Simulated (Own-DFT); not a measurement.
# Same atoms, different arrangement: Ge48Si16, 64 atoms

Calculated results; nothing here was measured. They come from Own-DFT, an in-house plane-wave density functional program, since retired, whose code no person has reviewed. Each row is one single-point run on a periodic cell that was not relaxed, without spin or spin-orbit coupling.

Settings of every run: PBEsol; PseudoDojo norm-conserving scalar-relativistic files, made for PBE; cutoff 42 hartree; 3 x 3 x 3 k mesh centred on Gamma; Fermi-Dirac smearing of 0.1 eV.

Known limits, some of them of some rows only: not probed for a lower state with spin; forces on such cells moved up to 12 meV/angstrom on a denser k mesh; forces on such cells passed a denser k mesh, each cell not checked; stress not checked against mesh or cutoff.

All cells hold the same atoms in the same cell, with vectors in Å (11.203, 0.000, 0.000); (0.000, 11.203, 0.000); (0.000, 0.000, 11.203). Every atom was moved at random from its ideal site; u is the rms move along one axis. The random placing of the alloy's atoms differs from row to row. E is the free energy of the cell above the lowest run. The arrangements:

- A: diamond-structure SiGe in clusters
- B: diamond-structure SiGe in ordered layers
- C: diamond-structure SiGe with randomly placed atoms

| arrangement | u (Å) | E (eV) | P (GPa) |
|---|---|---|---|
| A | 0.0292 | 0.124 | 0.66 |
| A | 0.0297 | 0.167 | 0.67 |
| A | 0.0308 | 0.269 | 0.69 |
| A | 0.0598 | 2.858 | 1.17 |
| A | 0.0606 | 3.442 | 1.34 |
| A | 0.0611 | 3.553 | 1.32 |
| B | 0.0288 | 0.000 | 0.65 |
| B | 0.0290 | 0.067 | 0.66 |
| B | 0.0297 | 0.231 | 0.70 |
| B | 0.0554 | 2.602 | 1.21 |
| B | 0.0593 | 3.134 | 1.32 |
| B | 0.0597 | 3.006 | 1.25 |
| C | 0.0277 | 0.017 | 0.59 |
| C | 0.0288 | 0.132 | 0.61 |
| C | 0.0289 | 0.302 | 0.69 |
| C | 0.0599 | 3.570 | 1.34 |
| C | 0.0620 | 3.438 | 1.26 |
| C | 0.0631 | 3.266 | 1.23 |

Question: once the cost of the random moves is taken out, how do the arrangements rank?

## Worked answer

Fit E = a + b u², with one b for all and one a for each arrangement, and with residuals divided by u², since the noise grows with the moves. Then b = 1113 eV/Å², the scatter at u = 0.04 Å is 0.13 eV, and against A:

- B: -0.04 ± 0.06 eV (not told apart from A)
- C: 0.05 ± 0.06 eV (not told apart from A)

These are energies of unrelaxed cells. Relaxing the atoms lowers the strained arrangements most, so the gaps would shrink and small ones could change sign.
